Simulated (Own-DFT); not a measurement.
# One host, several defects: C11b WSi2

No measurement is shown. These are fixed-geometry runs of a retired plane-wave code named Own-DFT, which no person has reviewed; spin and spin-orbit coupling are neglected.

Settings: PBE; PseudoDojo norm-conserving scalar-relativistic files; cutoff 50 hartree; 5 x 5 x 5 k mesh centred on Gamma; cold (Marzari-Vanderbilt) smearing of 0.2 eV.

Caveats: forces on such cells failed a check on a denser k mesh; stress not checked against mesh or cutoff.

All runs share one cell, with vectors in Å (-2.148, -5.953, 3.409); (-6.444, 2.976, 1.136); (-2.553, -2.948, -6.757) and a volume of 403.2 Å³. Atoms were moved at random from their sites; u is the rms move along one axis. The defect's site can differ from row to row.

```
cell,formula,u (Å),P (GPa)
no defect,Si20W10,0.0168,4.22
no defect,Si20W10,0.0476,6.16
no defect,Si20W10,0.0558,6.79
one Si on a W site,Si21W9,0.0269,6.01
one Si on a W site,Si21W9,0.0334,5.98
one Si on a W site,Si21W9,0.0493,7.47
one W vacancy,Si20W9,0.0305,3.62
one W vacancy,Si20W9,0.0474,4.28
one W vacancy,Si20W9,0.0499,5.41
one Si vacancy,Si19W10,0.0275,3.00
one Si vacancy,Si19W10,0.0304,3.44
one Si vacancy,Si19W10,0.0435,3.87
one W on a Si site,Si19W11,0.0298,?
one W on a Si site,Si19W11,0.0318,10.39
one W on a Si site,Si19W11,0.0502,10.39
one W on a Si site,Si19W11,0.0519,11.37
```

## Fit

P = P0 + c u² + a shift for each defect gives P0 = 4.21 GPa, c = 801 ± 130 GPa/Å² and a scatter of 0.40 GPa. The shifts, and each times the cell's volume:

- one W on a Si site: 4.84 ± 0.33 GPa, 12.2 eV
- one Si on a W site: 1.14 ± 0.34 GPa, 2.9 eV
- one W vacancy: -1.29 ± 0.33 GPa, -3.2 eV
- one Si vacancy: -1.73 ± 0.34 GPa, -4.4 eV

Positive is outwards. The product with the volume (160.2 GPa Å³ to the eV) is nearly free of the cell's size; divided by the bulk modulus at the cell's pressure it gives the volume that the defect adds. The atoms around the defects weren't relaxed, which would change these numbers.

## Test on the hidden row

Q: what pressure belongs in the blank (one W on a Si site, u = 0.0298 Å)?

The fitted form gives 9.76 ± 0.49 GPa. The calculation gave 10.08 GPa.
